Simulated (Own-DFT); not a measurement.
# Which defects push the lattice out? zincblende GaAs

Source: density functional calculations with Own-DFT, an unreviewed in-house program that is no longer used. Nothing was measured or relaxed, and spin and spin-orbit coupling are left out.

Settings: PBE; PseudoDojo norm-conserving scalar-relativistic files; cutoff 42 hartree; 3 x 3 x 3 k mesh centred on Gamma; Fermi-Dirac smearing of 0.1 eV.

Limits (not all hold for every row): not probed for a lower state with spin; forces not confirmed at this smearing and k mesh; stress not checked against mesh or cutoff.

All runs share one cell, with vectors in Å (11.737, 0.000, 0.000); (0.000, 11.737, 0.000); (0.000, 0.000, 10.833) and a volume of 1492.4 Å³, strained against the parent crystal. u is the rms random offset of the atoms per axis. The defect's site can differ from row to row.

```
cell,formula,u (Å),P (GPa)
no defect,As32Ga32,0.0277,1.23
no defect,As32Ga32,0.0318,1.25
no defect,As32Ga32,0.0517,1.59
one As vacancy and one Ga vacancy,As31Ga31,0.0293,0.93
one As vacancy and one Ga vacancy,As31Ga31,0.0301,0.97
one As vacancy and one Ga vacancy,As31Ga31,0.0561,1.27
one Al on a Ga site,AlAs32Ga31,0.0287,1.24
one Al on a Ga site,AlAs32Ga31,0.0301,1.24
one Al on a Ga site,AlAs32Ga31,0.0509,1.52
one In on a Ga site,As32Ga31In,0.0472,?
one In on a Ga site,As32Ga31In,0.0518,2.22
one In on a Ga site,As32Ga31In,0.0535,2.16
one In on a Ga site,As32Ga31In,0.0548,2.29
one P on an As site,As31Ga32P,0.0290,1.01
one P on an As site,As31Ga32P,0.0292,1.00
one P on an As site,As31Ga32P,0.0294,1.03
```

## Analysis

P = P0 + c u² + a shift for each defect gives P0 = 1.12 GPa, c = 162 ± 13 GPa/Å² and a scatter of 0.04 GPa. The shifts, and each times the cell's volume:

- one In on a Ga site: 0.65 ± 0.03 GPa, 6.1 eV
- one Al on a Ga site: -0.02 ± 0.03 GPa, -0.2 eV (not resolved)
- one P on an As site: -0.24 ± 0.03 GPa, -2.2 eV
- one As vacancy and one Ga vacancy: -0.32 ± 0.03 GPa, -3.0 eV

Against the defect-free cell, a freed cell would be larger where the shift is positive and smaller where it is negative (160.2 GPa Å³ is 1 eV). The atoms around the defects weren't relaxed, which would change these numbers.

## The run left out

Q: what pressure belongs in the blank (one In on a Ga site, u = 0.0472 Å)?

The fitted form gives 2.13 ± 0.04 GPa. The calculation gave 2.09 GPa.
